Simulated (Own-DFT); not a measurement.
## Calculated data, Si₄SnGe₁₁ (diamond-structure random alloy, atoms displaced)

Computed with Own-DFT development build. A calculation, not a measurement: plane-wave density functional theory by an unreviewed code, no spin, of a simulated periodic cell, stress positive in tension, run twice, with PBE and with PBEsol, both on files made for PBE, so the change isn't that of files made for PBEsol, forces on such cells moved up to 12 meV/angstrom on a denser k mesh; the far tail of each file's local potential was reset to the Coulomb form; each entry is a single point on an unrelaxed cell, so the pressure reflects the starting lattice, mostly measured values (interpolated for alloys), from which strain is counted, and rises with the displacements; printed positions are rounded, which can move forces by about a meV/angstrom; the program, named Own-DFT, is a retired in-house code; no spin-orbit coupling; stress was not checked against mesh or cutoff.

Common to all runs: functional PBE, then PBEsol; potential files PseudoDojo norm-conserving, scalar-relativistic, standard set; wave cutoff 49 hartree; occupations Fermi-Dirac; smearing width 0.1 eV; k mesh 3 x 3 x 3 centred on Gamma.

(1) Si₄SnGe₁₁ (diamond-structure random alloy, atoms displaced)

```
cell vectors (Å)
  11.3064     0.0000     0.0000
   0.0000    11.3064     0.0000
   0.0000     0.0000    11.3064
atoms (fractions of the cell vectors)
Ge  0.00433  0.01133  0.99381
Ge  0.00700  0.25379  0.26593
Si  0.24852  0.00309  0.24870
Ge  0.25959  0.25091  0.99759
Ge  0.12360  0.13173  0.13637
Ge  0.11183  0.36743  0.38030
Si  0.38438  0.12058  0.37797
Ge  0.37446  0.36766  0.14099
Ge  0.00534  0.99737  0.50532
Ge  0.99608  0.24328  0.75967
Si  0.24205  0.00365  0.75041
Ge  0.24827  0.24447  0.50398
Ge  0.12490  0.14100  0.63340
Ge  0.13646  0.37299  0.87512
Sn  0.37610  0.11364  0.87442
Ge  0.37278  0.37540  0.62129
Si  0.00206  0.50487  0.98355
Ge  0.99632  0.75356  0.24418
Si  0.25821  0.50637  0.25076
Ge  0.24047  0.74554  0.99852
Ge  0.11744  0.62699  0.12429
Sn  0.12880  0.87615  0.37656
Si  0.38157  0.62503  0.37634
Ge  0.38132  0.86298  0.12137
Ge  0.99264  0.49755  0.50673
Si  0.00532  0.74545  0.73989
Ge  0.26007  0.49435  0.74915
Ge  0.24632  0.75411  0.48914
Ge  0.12149  0.62064  0.62583
Ge  0.13730  0.87882  0.87815
Ge  0.36626  0.61815  0.87381
Ge  0.36890  0.87175  0.63012
Sn  0.49632  0.99476  0.01020
Ge  0.50336  0.25071  0.24598
Ge  0.74990  0.00694  0.26196
Ge  0.75268  0.25451  0.00751
Ge  0.62311  0.12731  0.12320
Si  0.63817  0.37656  0.38110
Ge  0.86422  0.12703  0.37875
Ge  0.86999  0.36777  0.12646
Si  0.50297  0.99353  0.49868
Ge  0.50380  0.24612  0.73575
Ge  0.74537  0.99028  0.75073
Ge  0.74092  0.25458  0.50231
Ge  0.63181  0.12367  0.63429
Ge  0.62706  0.38163  0.87312
Ge  0.88390  0.12942  0.87176
Si  0.87483  0.36746  0.62007
Ge  0.49869  0.49975  0.99605
Si  0.49785  0.74311  0.24370
Sn  0.73205  0.50609  0.24734
Ge  0.75179  0.75453  0.99500
Ge  0.62493  0.62417  0.11642
Ge  0.64048  0.86491  0.37141
Si  0.87891  0.63368  0.36946
Ge  0.88514  0.88178  0.12257
Ge  0.50213  0.49924  0.49133
Si  0.49831  0.75081  0.75031
Ge  0.74676  0.50700  0.75229
Ge  0.75799  0.74440  0.50331
Si  0.62397  0.63117  0.62370
Si  0.62844  0.87335  0.86594
Si  0.88269  0.62113  0.86923
Ge  0.87473  0.87733  0.61363
```

- PBE pressure: 4.86 GPa
- PBE stress xx: -4.55 GPa
- PBE stress yy: -5.09 GPa
- PBE stress zz: -4.93 GPa
- PBE stress yz: 1.19 GPa
- PBE stress xz: -0.54 GPa
- PBE stress xy: 0.1 GPa
- PBEsol pressure: 2.18 GPa
- PBEsol stress xx: -1.88 GPa
- PBEsol stress yy: -2.4 GPa
- PBEsol stress zz: -2.25 GPa
- PBEsol stress yz: 1.16 GPa
- PBEsol stress xz: -0.53 GPa
- PBEsol stress xy: 0.09 GPa
- rms change of force components from PBE to PBEsol: 0.058 eV/Å

Force:
| force element | PBE force x (eV/Å) | PBE force y (eV/Å) | PBE force z (eV/Å) | PBEsol force x (eV/Å) | PBEsol force y (eV/Å) | PBEsol force z (eV/Å) |
| --- | --- | --- | --- | --- | --- | --- |
| Ge | 0.753 | -0.74 | 0.902 | 0.722 | -0.716 | 0.879 |
| Ge | -2.831 | -1.742 | -2.304 | -2.742 | -1.69 | -2.224 |
| Si | 1.996 | 0.572 | -0.609 | 1.917 | 0.538 | -0.632 |
| Ge | -1.216 | 0.468 | 1.807 | -1.185 | 0.462 | 1.747 |
| Ge | 0.631 | -0.113 | -1.021 | 0.576 | -0.082 | -1.018 |
| Ge | 3.042 | 2.79 | 1.472 | 2.909 | 2.658 | 1.447 |
| Si | -0.606 | -0.215 | -0.331 | -0.599 | -0.138 | -0.339 |
| Ge | -0.432 | 1.601 | -1.643 | -0.37 | 1.5 | -1.63 |
| Ge | -1.012 | 2.442 | 0.557 | -1.008 | 2.353 | 0.54 |
| Ge | 1.023 | 2.905 | -1.658 | 1.026 | 2.767 | -1.588 |
| Si | -0.372 | -0.889 | -1.481 | -0.372 | -0.873 | -1.453 |
| Ge | 0.798 | 0.395 | -1.313 | 0.722 | 0.418 | -1.222 |
| Ge | -0.235 | -2.167 | -0.107 | -0.251 | -2.072 | -0.124 |
| Ge | -1.067 | 0.356 | 0.089 | -0.988 | 0.313 | 0.061 |
| Sn | -0.581 | 2.111 | -2.219 | -0.533 | 2.104 | -2.102 |
| Ge | 0.885 | -0.236 | -0.706 | 0.854 | -0.234 | -0.667 |
| Si | 0.061 | -1.108 | 1.427 | 0.122 | -1.134 | 1.444 |
| Ge | -0.123 | -0.576 | 0.203 | -0.086 | -0.518 | 0.152 |
| Si | -1.159 | -0.35 | 0.561 | -1.167 | -0.378 | 0.5 |
| Ge | 1.125 | -0.124 | 0.396 | 1.088 | -0.112 | 0.378 |
| Ge | 0.312 | -1.278 | -0.079 | 0.312 | -1.159 | -0.086 |
| Sn | -1.349 | 1.228 | -2.217 | -1.356 | 1.147 | -2.102 |
| Si | -0.541 | 0.438 | -0.766 | -0.523 | 0.427 | -0.662 |
| Ge | -2.814 | -1.191 | 2.152 | -2.739 | -1.136 | 2.023 |
| Ge | -0.202 | 0.349 | -0.903 | -0.127 | 0.338 | -0.883 |
| Si | -0.785 | 1.036 | 1.332 | -0.737 | 1.043 | 1.261 |
| Ge | -1.431 | 0.21 | -0.682 | -1.385 | 0.194 | -0.647 |
| Ge | 2.592 | -3.207 | 2.835 | 2.486 | -3.075 | 2.784 |
| Ge | 1.18 | -0.105 | -0.449 | 1.17 | -0.143 | -0.477 |
| Ge | -1.747 | -0.105 | -1.096 | -1.691 | -0.116 | -0.991 |
| Ge | 1.229 | 1.25 | 0.312 | 1.162 | 1.165 | 0.327 |
| Ge | 0.268 | 0.649 | -0.457 | 0.226 | 0.608 | -0.475 |
| Sn | 3.045 | -1.313 | -0.546 | 2.929 | -1.245 | -0.5 |
| Ge | 0.787 | -0.362 | 2.295 | 0.758 | -0.341 | 2.151 |
| Ge | -0.157 | -0.753 | -2.145 | -0.145 | -0.726 | -2.059 |
| Ge | -0.677 | -0.978 | -1.788 | -0.654 | -0.939 | -1.713 |
| Ge | 1.551 | 0.404 | 1.145 | 1.495 | 0.403 | 1.127 |
| Si | -2.925 | -1.007 | 0.131 | -2.876 | -0.993 | 0.13 |
| Ge | 1.771 | 0.569 | 1.05 | 1.711 | 0.547 | 1.004 |
| Ge | 2.315 | 1.381 | 0.301 | 2.2 | 1.3 | 0.301 |
| Si | 0.332 | -0.077 | 0.288 | 0.368 | -0.119 | 0.326 |
| Ge | -0.237 | 1.331 | 1.31 | -0.22 | 1.284 | 1.265 |
| Ge | 1.748 | 0.801 | -0.141 | 1.729 | 0.836 | -0.203 |
| Ge | 1.128 | -0.765 | 0.731 | 1.113 | -0.826 | 0.719 |
| Ge | -0.529 | -0.935 | -1.834 | -0.5 | -0.872 | -1.748 |
| Ge | -0.347 | -1.096 | -0.08 | -0.335 | -1.04 | -0.074 |
| Ge | -3.008 | -1.512 | 1.301 | -2.876 | -1.462 | 1.269 |
| Si | -0.56 | 0.526 | 1.35 | -0.544 | 0.513 | 1.32 |
| Ge | -0.642 | -0.52 | 0.703 | -0.605 | -0.495 | 0.674 |
| Si | 0.781 | -0.06 | 0.861 | 0.806 | -0.025 | 0.788 |
| Sn | 3.207 | -0.393 | 0.891 | 3.12 | -0.362 | 0.774 |
| Ge | 0.788 | -0.278 | -0.315 | 0.764 | -0.284 | -0.247 |
| Ge | -2.052 | 2.304 | -1.818 | -1.971 | 2.197 | -1.787 |
| Ge | -2.024 | 0.002 | 0.239 | -1.893 | 0.017 | 0.236 |
| Si | -0.028 | -0.854 | 0.731 | -0.026 | -0.824 | 0.721 |
| Ge | -1.431 | 0.72 | -0.36 | -1.375 | 0.686 | -0.34 |
| Ge | 0.436 | 0.036 | 0.877 | 0.4 | 0.001 | 0.884 |
| Si | 0.113 | -0.366 | 0.049 | 0.023 | -0.359 | 0.045 |
| Ge | 0.839 | -0.259 | -1.092 | 0.775 | -0.293 | -1.026 |
| Ge | -0.325 | -0.444 | -0.468 | -0.305 | -0.342 | -0.466 |
| Si | -0.475 | -0.404 | 0.204 | -0.422 | -0.435 | 0.164 |
| Si | -0.856 | -1.107 | 0.741 | -0.794 | -1.044 | 0.767 |
| Si | -0.349 | 1.276 | -0.352 | -0.437 | 1.264 | -0.365 |
| Ge | 0.39 | -0.52 | 1.735 | 0.355 | -0.484 | 1.645 |

(2) Si₄SnGe₁₁ (diamond-structure random alloy, atoms displaced)

```
cell vectors (Å)
  11.3064     0.0000     0.0000
   0.0000    11.3064     0.0000
   0.0000     0.0000    11.3064
atoms (fractions of the cell vectors)
Ge  0.99795  0.00176  0.99667
Ge  0.00763  0.24239  0.25249
Ge  0.24239  0.99661  0.25161
Si  0.25043  0.24547  0.00008
Ge  0.12557  0.12478  0.13081
Si  0.12897  0.38444  0.37109
Si  0.37048  0.12236  0.36180
Si  0.38606  0.39035  0.12600
Ge  0.00720  0.01204  0.49913
Si  0.00111  0.24023  0.75875
Si  0.24883  0.99815  0.73661
Ge  0.24687  0.24198  0.49600
Sn  0.12162  0.13087  0.62311
Ge  0.13546  0.37778  0.87259
Ge  0.38311  0.12106  0.87238
Ge  0.37173  0.38167  0.61477
Ge  0.99655  0.50035  0.99548
Ge  0.00446  0.75194  0.24770
Ge  0.25574  0.49353  0.26611
Ge  0.24736  0.75171  0.01132
Ge  0.12201  0.62095  0.12514
Ge  0.12370  0.87979  0.37541
Si  0.36751  0.61746  0.39119
Ge  0.38300  0.87457  0.11988
Ge  0.98339  0.51650  0.49062
Ge  0.99696  0.74937  0.74351
Ge  0.25226  0.50827  0.74674
Ge  0.23698  0.74848  0.49160
Ge  0.12319  0.62484  0.62982
Ge  0.12520  0.88218  0.85763
Ge  0.37273  0.62246  0.87252
Si  0.37346  0.87956  0.62029
Ge  0.49339  0.01187  0.00382
Ge  0.49522  0.25460  0.25429
Ge  0.74600  0.00042  0.25608
Si  0.75839  0.25507  0.99323
Ge  0.63164  0.12944  0.12521
Ge  0.61793  0.37763  0.37389
Ge  0.87547  0.11681  0.37073
Ge  0.87860  0.38016  0.13248
Ge  0.49968  0.00486  0.50275
Sn  0.49267  0.24118  0.74697
Ge  0.75151  0.99877  0.75894
Ge  0.76339  0.23922  0.48474
Sn  0.62443  0.12495  0.62187
Ge  0.62653  0.38867  0.87439
Sn  0.87819  0.12185  0.88296
Si  0.87687  0.37520  0.61986
Si  0.51335  0.50463  0.00782
Ge  0.50068  0.75824  0.25557
Ge  0.73790  0.48969  0.25325
Si  0.74384  0.75115  0.98725
Ge  0.62098  0.62075  0.12547
Ge  0.62839  0.87792  0.36907
Ge  0.89370  0.64028  0.38662
Si  0.86393  0.87086  0.13430
Ge  0.50540  0.50473  0.49580
Ge  0.49718  0.75667  0.75969
Ge  0.74361  0.49021  0.74692
Ge  0.74499  0.75277  0.50349
Ge  0.60913  0.62282  0.61883
Si  0.62828  0.88169  0.86996
Si  0.88364  0.62386  0.87775
Si  0.87249  0.87378  0.62343
```

* PBE pressure: 5.24 GPa
* PBE stress xx: -5.17 GPa
* PBE stress yy: -5.27 GPa
* PBE stress zz: -5.29 GPa
* PBE stress yz: 0.73 GPa
* PBE stress xz: 0.37 GPa
* PBE stress xy: -0.43 GPa
* PBEsol pressure: 2.55 GPa
* PBEsol stress xx: -2.49 GPa
* PBEsol stress yy: -2.58 GPa
* PBEsol stress zz: -2.59 GPa
* PBEsol stress yz: 0.7 GPa
* PBEsol stress xz: 0.36 GPa
* PBEsol stress xy: -0.4 GPa
* rms change of force components from PBE to PBEsol: 0.062 eV/Å

Force:
| force element | PBE force x (eV/Å) | PBE force y (eV/Å) | PBE force z (eV/Å) | PBEsol force x (eV/Å) | PBEsol force y (eV/Å) | PBEsol force z (eV/Å) |
| --- | --- | --- | --- | --- | --- | --- |
| Ge | 2.102 | -2.908 | 2.913 | 2.06 | -2.789 | 2.797 |
| Ge | -0.542 | 1.65 | 0.452 | -0.553 | 1.552 | 0.408 |
| Ge | 1.531 | -0.017 | -0.796 | 1.432 | -0.039 | -0.792 |
| Si | 0.949 | 0.795 | 0.429 | 0.907 | 0.75 | 0.398 |
| Ge | 0.342 | -0.245 | -1.558 | 0.292 | -0.268 | -1.467 |
| Si | -1.699 | -1.715 | 1.544 | -1.658 | -1.679 | 1.511 |
| Si | 0.196 | -0.007 | 1.227 | 0.194 | -0.003 | 1.203 |
| Si | -0.919 | -1.403 | -0.33 | -0.919 | -1.392 | -0.248 |
| Ge | -2.633 | -3.193 | -1.104 | -2.534 | -3.075 | -1.115 |
| Si | 0.027 | 3.727 | -0.824 | 0.046 | 3.633 | -0.781 |
| Si | 1.641 | -0.4 | 1.195 | 1.562 | -0.354 | 1.216 |
| Ge | 1.62 | 2.439 | -2.254 | 1.564 | 2.374 | -2.13 |
| Sn | 0.729 | 0.407 | 1.874 | 0.72 | 0.385 | 1.713 |
| Ge | -0.793 | -0.86 | 0.241 | -0.774 | -0.777 | 0.228 |
| Ge | -3.961 | -1.251 | 1.243 | -3.777 | -1.215 | 1.216 |
| Ge | -0.463 | -0.17 | -0.16 | -0.447 | -0.167 | -0.149 |
| Ge | 0.665 | -0.457 | 0.418 | 0.689 | -0.478 | 0.459 |
| Ge | -0.388 | 0.618 | -0.453 | -0.35 | 0.562 | -0.378 |
| Ge | 0.635 | 1.123 | -2.147 | 0.608 | 1.115 | -2.115 |
| Ge | -0.11 | 0.022 | -1.728 | -0.094 | 0.011 | -1.669 |
| Ge | 0.605 | -0.387 | 0.598 | 0.58 | -0.343 | 0.575 |
| Ge | -0.74 | -0.171 | -0.14 | -0.707 | -0.17 | -0.142 |
| Si | 0.573 | 1.408 | -1.318 | 0.552 | 1.372 | -1.285 |
| Ge | -0.868 | 0.319 | 0.864 | -0.845 | 0.312 | 0.838 |
| Ge | 3.657 | -4.48 | 3.314 | 3.542 | -4.267 | 3.198 |
| Ge | -0.465 | 0.18 | 0.559 | -0.371 | 0.166 | 0.538 |
| Ge | 0.083 | -0.973 | -0.386 | 0.077 | -0.935 | -0.371 |
| Ge | 1.333 | 0.062 | 1.527 | 1.223 | 0.07 | 1.489 |
| Ge | -0.544 | 0.086 | -1.118 | -0.528 | 0.111 | -1.086 |
| Ge | 0.083 | -0.659 | 1.421 | 0.026 | -0.667 | 1.408 |
| Ge | 0.706 | 0.475 | 1.806 | 0.663 | 0.489 | 1.706 |
| Si | -0.254 | -0.831 | -0.035 | -0.196 | -0.853 | -0.079 |
| Ge | 1.905 | -1.3 | -0.007 | 1.813 | -1.243 | 0.006 |
| Ge | -0.165 | -0.308 | -1.074 | -0.092 | -0.278 | -1.03 |
| Ge | 0.553 | 0.022 | -1.527 | 0.509 | 0.047 | -1.432 |
| Si | -1.702 | 1.805 | 1.837 | -1.673 | 1.777 | 1.807 |
| Ge | -0.158 | 0.886 | -0.188 | -0.188 | 0.823 | -0.146 |
| Ge | 0.596 | -1.488 | 0.849 | 0.579 | -1.433 | 0.793 |
| Ge | 1.24 | -0.06 | -0.783 | 1.192 | -0.041 | -0.747 |
| Ge | -0.279 | -1.119 | -0.531 | -0.254 | -1.065 | -0.501 |
| Ge | -1.919 | -1.698 | -2.427 | -1.8 | -1.642 | -2.352 |
| Sn | -0.157 | 4.573 | 0.718 | -0.156 | 4.434 | 0.7 |
| Ge | 0.144 | -1.455 | -1.76 | 0.151 | -1.348 | -1.715 |
| Ge | -0.867 | 2.539 | 1.228 | -0.858 | 2.42 | 1.165 |
| Sn | 3.458 | -0.661 | -0.98 | 3.353 | -0.659 | -0.962 |
| Ge | -0.582 | -1.939 | 1.526 | -0.532 | -1.871 | 1.407 |
| Sn | -1.286 | 1.122 | -1.008 | -1.243 | 0.986 | -0.984 |
| Si | 0.122 | -0.805 | 0.223 | 0.09 | -0.76 | 0.19 |
| Si | -1.943 | -0.503 | -1.444 | -1.848 | -0.453 | -1.455 |
| Ge | -0.775 | -1.753 | -0.087 | -0.715 | -1.659 | -0.115 |
| Ge | 1.785 | 1.868 | -0.306 | 1.702 | 1.782 | -0.315 |
| Si | 0.695 | -0.313 | 1.143 | 0.656 | -0.344 | 1.157 |
| Ge | 1.175 | 1.906 | 0.554 | 1.154 | 1.857 | 0.607 |
| Ge | -0.736 | -0.152 | 1.71 | -0.709 | -0.142 | 1.648 |
| Ge | -4.257 | 2.267 | -3.087 | -4.095 | 2.203 | -2.964 |
| Si | 0.396 | -0.097 | -1.518 | 0.416 | -0.064 | -1.447 |
| Ge | -1.419 | -0.957 | -0.267 | -1.34 | -0.963 | -0.213 |
| Ge | -0.217 | 0.216 | -1.198 | -0.232 | 0.139 | -1.174 |
| Ge | 1.688 | 1.919 | -1.162 | 1.562 | 1.846 | -1.105 |
| Ge | 0.268 | -0.057 | -0.054 | 0.234 | -0.08 | -0.096 |
| Ge | 1.79 | 1.341 | 1.943 | 1.737 | 1.287 | 1.869 |
| Si | -0.881 | -0.405 | 1.349 | -0.904 | -0.346 | 1.276 |
| Si | -1.694 | 0.686 | -1.014 | -1.614 | 0.638 | -1.021 |
| Si | 0.12 | 0.737 | 0.061 | 0.122 | 0.721 | 0.059 |

(3) Si₄SnGe₁₁ (diamond-structure random alloy, atoms displaced)

```
cell vectors (Å)
  11.3064     0.0000     0.0000
   0.0000    11.3064     0.0000
   0.0000     0.0000    11.3064
atoms (fractions of the cell vectors)
Ge  0.00157  0.01063  0.99927
Ge  0.99505  0.24491  0.25869
Si  0.25723  0.99662  0.25022
Ge  0.26494  0.26306  0.98890
Ge  0.12149  0.13794  0.12733
Ge  0.13609  0.36939  0.37684
Ge  0.37689  0.11611  0.37802
Ge  0.38151  0.36535  0.12777
Ge  0.00652  0.99523  0.48839
Si  0.98787  0.24467  0.75019
Sn  0.24018  0.00622  0.75203
Ge  0.23988  0.25042  0.50208
Ge  0.13951  0.12145  0.62219
Sn  0.13284  0.38515  0.87427
Si  0.37498  0.13010  0.88737
Si  0.37470  0.37396  0.63055
Sn  0.01619  0.49013  0.99682
Ge  0.99349  0.75025  0.24534
Si  0.25085  0.49534  0.25907
Ge  0.24056  0.75142  0.00546
Si  0.12532  0.64366  0.12250
Si  0.12665  0.88636  0.36617
Ge  0.36821  0.61662  0.36680
Si  0.37347  0.86465  0.12858
Ge  0.99308  0.49127  0.50333
Si  0.00154  0.76014  0.75346
Ge  0.25003  0.49976  0.74777
Ge  0.25112  0.74023  0.49852
Ge  0.12272  0.62338  0.63019
Ge  0.12485  0.88204  0.87114
Ge  0.37711  0.62261  0.89012
Si  0.35945  0.86892  0.62419
Ge  0.49441  0.00463  0.01495
Ge  0.50831  0.25067  0.25883
Ge  0.74522  0.99001  0.26777
Si  0.75351  0.24685  0.99574
Ge  0.62158  0.12487  0.12297
Si  0.61950  0.37175  0.38181
Ge  0.87706  0.12085  0.36742
Ge  0.88296  0.38523  0.12408
Ge  0.52158  0.99682  0.50184
Ge  0.49808  0.24764  0.75627
Ge  0.75749  0.00987  0.73408
Ge  0.74977  0.25282  0.50014
Ge  0.62917  0.09789  0.63101
Ge  0.62806  0.37664  0.86625
Ge  0.88352  0.13047  0.87832
Ge  0.87204  0.37238  0.61746
Ge  0.50349  0.50736  0.00187
Si  0.51960  0.75443  0.24652
Ge  0.74858  0.50621  0.24572
Ge  0.75844  0.73879  0.99928
Ge  0.62963  0.62960  0.12633
Ge  0.61514  0.87289  0.37436
Ge  0.87277  0.63086  0.36356
Ge  0.86713  0.88409  0.12912
Ge  0.50524  0.49870  0.49205
Si  0.49196  0.74438  0.74158
Ge  0.75323  0.49725  0.75734
Sn  0.74142  0.75907  0.49437
Ge  0.63911  0.62190  0.62479
Ge  0.62449  0.87539  0.87417
Si  0.87907  0.61757  0.87435
Si  0.86948  0.87736  0.61719
```

* PBE pressure: 5.7 GPa
* PBE stress xx: -5.63 GPa
* PBE stress yy: -5.43 GPa
* PBE stress zz: -6.03 GPa
* PBE stress yz: 0.37 GPa
* PBE stress xz: 0.36 GPa
* PBE stress xy: 0.19 GPa
* PBEsol pressure: 3.01 GPa
* PBEsol stress xx: -2.94 GPa
* PBEsol stress yy: -2.76 GPa
* PBEsol stress zz: -3.32 GPa
* PBEsol stress yz: 0.34 GPa
* PBEsol stress xz: 0.36 GPa
* PBEsol stress xy: 0.19 GPa
* rms change of force components from PBE to PBEsol: 0.066 eV/Å

Force:
| force element | PBE force x (eV/Å) | PBE force y (eV/Å) | PBE force z (eV/Å) | PBEsol force x (eV/Å) | PBEsol force y (eV/Å) | PBEsol force z (eV/Å) |
| --- | --- | --- | --- | --- | --- | --- |
| Ge | 0.199 | -1.038 | 0.904 | 0.189 | -0.987 | 0.865 |
| Ge | 0.664 | 1.731 | -1.037 | 0.652 | 1.663 | -1.017 |
| Si | -0.44 | 0.132 | -0.721 | -0.411 | 0.215 | -0.712 |
| Ge | -0.413 | -1.625 | 2.018 | -0.424 | -1.515 | 1.999 |
| Ge | 1.669 | -0.607 | -0.397 | 1.562 | -0.571 | -0.399 |
| Ge | -2.093 | 0.887 | -0.397 | -2.066 | 0.794 | -0.328 |
| Ge | 0.307 | 0.578 | 0.422 | 0.34 | 0.601 | 0.432 |
| Ge | 0.182 | 1.647 | 0.734 | 0.196 | 1.565 | 0.675 |
| Ge | -0.482 | 0.487 | 1.378 | -0.484 | 0.536 | 1.336 |
| Si | 1.773 | 0.649 | -1.427 | 1.734 | 0.632 | -1.401 |
| Sn | 4.05 | -0.523 | 1.259 | 3.853 | -0.506 | 1.218 |
| Ge | 2.895 | -0.083 | 0.416 | 2.763 | -0.112 | 0.382 |
| Ge | -4.817 | 2.157 | -1.905 | -4.651 | 2.087 | -1.884 |
| Sn | 1.891 | -5.798 | -5.093 | 1.907 | -5.624 | -4.935 |
| Si | 1.123 | -0.724 | -0.519 | 1.108 | -0.696 | -0.502 |
| Si | 0.287 | -0.05 | -0.996 | 0.277 | -0.046 | -0.971 |
| Sn | -3.878 | 5.892 | 4.409 | -3.8 | 5.679 | 4.312 |
| Ge | 1.285 | 1.428 | -0.12 | 1.166 | 1.391 | -0.108 |
| Si | -0.533 | 0.046 | -2.567 | -0.496 | 0.018 | -2.484 |
| Ge | 1.563 | 0.984 | -1.103 | 1.537 | 0.969 | -1.146 |
| Si | -0.352 | -2.151 | 2.054 | -0.369 | -2.078 | 1.991 |
| Si | 0.529 | -2.045 | -0.188 | 0.454 | -2.036 | -0.139 |
| Ge | 1.977 | 1.24 | 0.437 | 1.936 | 1.216 | 0.51 |
| Si | 0.485 | 0.643 | 0.504 | 0.475 | 0.614 | 0.418 |
| Ge | 1.189 | 1.383 | -1.249 | 1.15 | 1.325 | -1.191 |
| Si | -1.176 | -0.947 | -0.626 | -1.083 | -0.92 | -0.607 |
| Ge | 2.479 | 1.803 | -1.344 | 2.356 | 1.775 | -1.265 |
| Ge | -0.934 | 1.031 | -0.655 | -0.911 | 0.932 | -0.64 |
| Ge | -0.694 | 0.457 | -0.331 | -0.622 | 0.406 | -0.343 |
| Ge | -1.975 | -1.889 | 2.313 | -1.888 | -1.794 | 2.275 |
| Ge | -0.792 | 1.033 | -1.967 | -0.785 | 0.964 | -1.875 |
| Si | 2.356 | -0.458 | -0.486 | 2.261 | -0.426 | -0.51 |
| Ge | -0.597 | -1.25 | -1.311 | -0.511 | -1.189 | -1.255 |
| Ge | -0.656 | -0.693 | -0.323 | -0.683 | -0.716 | -0.371 |
| Ge | -0.073 | 1.378 | -1.99 | -0.058 | 1.327 | -1.932 |
| Si | -0.265 | 0.839 | 0.605 | -0.254 | 0.821 | 0.591 |
| Ge | 1.583 | 0.484 | 1.054 | 1.473 | 0.436 | 1.052 |
| Si | 1.505 | 0.41 | -0.808 | 1.47 | 0.403 | -0.79 |
| Ge | -0.838 | -0.13 | 1.773 | -0.799 | -0.134 | 1.717 |
| Ge | -2.085 | -2.312 | 1.292 | -1.996 | -2.221 | 1.276 |
| Ge | -4.242 | -0.694 | -0.19 | -4.063 | -0.659 | -0.208 |
| Ge | -0.161 | -0.696 | -0.762 | -0.107 | -0.655 | -0.719 |
| Ge | 2.851 | -2.662 | 3.93 | 2.706 | -2.543 | 3.812 |
| Ge | -0.831 | -1.457 | -0.442 | -0.752 | -1.427 | -0.399 |
| Ge | -1.759 | 5.207 | -1.105 | -1.684 | 5.018 | -1.086 |
| Ge | -0.338 | -0.684 | 1.698 | -0.345 | -0.632 | 1.604 |
| Ge | -1.589 | -0.326 | -0.539 | -1.532 | -0.385 | -0.509 |
| Ge | -0.16 | -0.413 | 1.897 | -0.182 | -0.372 | 1.8 |
| Ge | 0.488 | -1.535 | 0.792 | 0.457 | -1.475 | 0.761 |
| Si | -3.112 | -0.877 | -0.609 | -2.998 | -0.888 | -0.572 |
| Ge | -0.287 | -1.435 | 0.779 | -0.238 | -1.338 | 0.719 |
| Ge | -0.107 | 1.257 | -0.487 | -0.152 | 1.248 | -0.415 |
| Ge | -0.128 | -0.126 | -0.474 | -0.064 | -0.163 | -0.496 |
| Ge | -0.816 | 0.741 | -1.13 | -0.718 | 0.791 | -1.033 |
| Ge | 0.567 | -1.294 | 1.006 | 0.533 | -1.245 | 0.944 |
| Ge | 0.493 | -0.588 | -0.847 | 0.478 | -0.595 | -0.795 |
| Ge | -0.88 | 0.138 | 1.458 | -0.869 | 0.189 | 1.42 |
| Si | 0.242 | 0.384 | 0.629 | 0.278 | 0.34 | 0.647 |
| Ge | 0.88 | 0.448 | -1.17 | 0.801 | 0.394 | -1.177 |
| Sn | 1.722 | -1.35 | 0.349 | 1.621 | -1.351 | 0.29 |
| Ge | -2.336 | -0.859 | 1.157 | -2.245 | -0.856 | 1.094 |
| Ge | -0.153 | -0.21 | -0.478 | -0.127 | -0.191 | -0.439 |
| Si | 0.343 | 1.291 | -0.62 | 0.301 | 1.225 | -0.579 |
| Si | 2.419 | 0.743 | 1.145 | 2.333 | 0.773 | 1.088 |
